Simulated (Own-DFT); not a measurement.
# Strain and stress in grey tin, 64 atoms (Sn64)

Calculated results; nothing here was measured. They come from Own-DFT, an in-house plane-wave density functional program, since retired, whose code no person has reviewed. Each row is one single-point run on a periodic cell that was not relaxed, without spin or spin-orbit coupling.

Settings of every run: PBE; PseudoDojo norm-conserving scalar-relativistic files; cutoff 42 hartree; 3 x 3 x 3 k mesh centred on Gamma; cold (Marzari-Vanderbilt) smearing of 0.2 eV.

Known limits: forces on such cells moved up to 12 meV/angstrom on a denser k mesh; stress not checked against mesh or cutoff.

Unstrained cell vectors in Å: (12.978, 0.000, 0.000); (0.000, 12.978, 0.000); (0.000, 0.000, 12.978). The unstrained cell has measured lattice constants (interpolated for alloys), not those of this functional. That, the random moves and any unrelaxed bonds set the pressure at no strain. Each run strains this cell uniformly, with the atoms carried along. Every atom was also moved at random, by a Gaussian of width 0.05 Å on each axis. Strain is the symmetric tensor, in per cent. Stress is positive in tension, and the pressure is minus a third of its trace.

| run | e_xx (%) | e_yy (%) | e_zz (%) | e_yz (%) | e_xz (%) | e_xy (%) | s_xx (GPa) | s_yy (GPa) | s_zz (GPa) | s_yz (GPa) | s_xz (GPa) | s_xy (GPa) | P (GPa) | E (meV/atom) |
|---|---|---|---|---|---|---|---|---|---|---|---|---|---|---|
| 1 | -1.81 | -1.48 | -0.10 | 1.32 | -1.08 | 1.32 | -5.94 | -5.85 | -5.41 | 1.52 | -1.61 | 1.85 | 5.73 | 52.2 |
| 2 | -0.54 | -0.86 | 0.55 | 1.61 | 1.37 | 0.27 | -4.36 | -4.44 | -4.08 | 1.75 | 1.34 | 0.96 | 4.29 | 28.9 |
| 3 | 1.00 | -1.57 | 1.99 | 1.34 | 1.94 | -1.64 | -3.05 | -3.70 | -2.75 | 1.76 | 2.31 | -1.60 | 3.16 | 16.1 |
| 4 | -0.08 | -1.03 | 1.33 | 0.27 | 1.52 | -0.13 | -3.73 | -3.96 | -3.24 | -0.07 | 1.77 | -0.12 | 3.64 | 14.7 |
| 5 | -0.92 | -0.46 | 0.81 | -0.78 | -1.66 | -0.24 | -4.27 | -4.06 | -3.81 | -0.81 | -1.92 | -0.44 | 4.05 | 19.8 |
| 6 | 0.94 | 1.20 | -0.86 | -0.59 | -1.97 | 0.26 | -3.00 | -2.90 | -3.56 | -0.41 | -2.55 | 0.31 | 3.15 | 9.6 |
| 7 | -1.56 | -1.87 | 0.14 | 0.37 | 1.28 | -1.90 | -5.80 | -5.92 | -5.31 | 0.59 | 1.27 | -2.04 | 5.68 | 53.6 |
| 8 | 0.72 | -1.86 | -0.17 | -1.63 | -0.35 | 0.99 | -4.14 | -4.93 | -4.47 | -2.00 | -0.15 | 1.08 | 4.51 | 30.9 |
| 9 | 0.03 | 1.59 | -1.89 | 1.56 | 1.56 | -2.00 | -4.05 | -3.66 | -4.54 | 2.01 | 2.02 | -2.27 | 4.08 | 34.8 |
| 10 | 1.61 | -1.94 | -0.74 | -1.84 | -0.35 | -0.97 | -3.70 | -4.76 | -4.49 | -2.29 | -0.60 | -0.88 | 4.32 | 24.1 |
| 11 | -0.41 | 1.89 | -0.82 | -0.58 | -0.32 | -1.16 | -3.61 | -2.86 | -3.72 | -0.80 | -1.13 | -1.16 | 3.40 | 10.3 |
| 12 | 1.14 | -1.58 | 1.78 | 1.94 | -0.31 | -1.57 | -2.99 | -3.66 | -2.76 | 1.78 | -0.02 | -1.88 | 3.14 | 11.6 |
| 13 | -0.17 | 0.73 | -1.32 | -1.70 | -1.60 | 0.22 | -4.33 | -4.09 | -4.69 | -2.25 | -2.06 | -0.35 | 4.37 | 40.0 |
| 14 | -0.92 | -1.14 | 0.78 | 0.16 | -1.09 | -1.14 | -4.62 | -4.58 | -3.99 | 0.35 | -1.28 | -0.37 | 4.40 | 24.6 |
| 15 | 0.00 | 1.77 | -0.40 | -0.15 | 0.09 | -1.88 | -3.12 | -2.57 | -3.24 | -0.40 | -0.25 | -1.63 | 2.98 | 0.0 |
| 16 | -0.71 | -0.64 | -0.68 | 1.43 | 0.14 | -0.24 | ? | ? | ? | ? | ? | ? | ? | ? |

E is the free energy for each atom above the lowest run shown.

## Worked fit

Each stress component was fitted by least squares to a constant and the strains of the runs shown, as fractions, with shears doubled. Shear strains stay in the fit of a normal stress only where such slopes are resolved. The slopes, in GPa:

| stress | at no strain | per e_xx | per e_yy | per e_zz | scatter |
|---|---|---|---|---|---|
| s_xx | -3.8 | 74 ± 3 | 44 ± 2 | 43 ± 3 | 0.10 |
| s_yy | -3.8 | 45 ± 3 | 76 ± 3 | 49 ± 3 | 0.11 |
| s_zz | -3.8 | 43 ± 2 | 46 ± 2 | 75 ± 3 | 0.09 |

Each shear stress against twice its own strain: yz 59 ± 4, xz 57 ± 4, xy 54 ± 6 GPa. These are stiffnesses along x, y and z of the frame in which the cell vectors are given, which need not be the crystal's axes. The atoms are held to the strained lattice; where symmetry lets them move under strain, relaxing them would lower some slopes. The table should be nearly symmetric about its diagonal, and what it lacks of that shows the noise. A ninth of its sum, 55 ± 2 GPa, estimates the bulk modulus near the mean pressure of these runs, 4.1 GPa, so it lies above the value at zero pressure.

## Withheld run

Question: what normal stresses and pressure should run 16 give?

The fit gives s_xx = -4.9, s_yy = -4.9, s_zz = -4.9 and P = 4.9 GPa. The calculation gave -4.70, -4.72, -4.74 and P = 4.72 GPa.
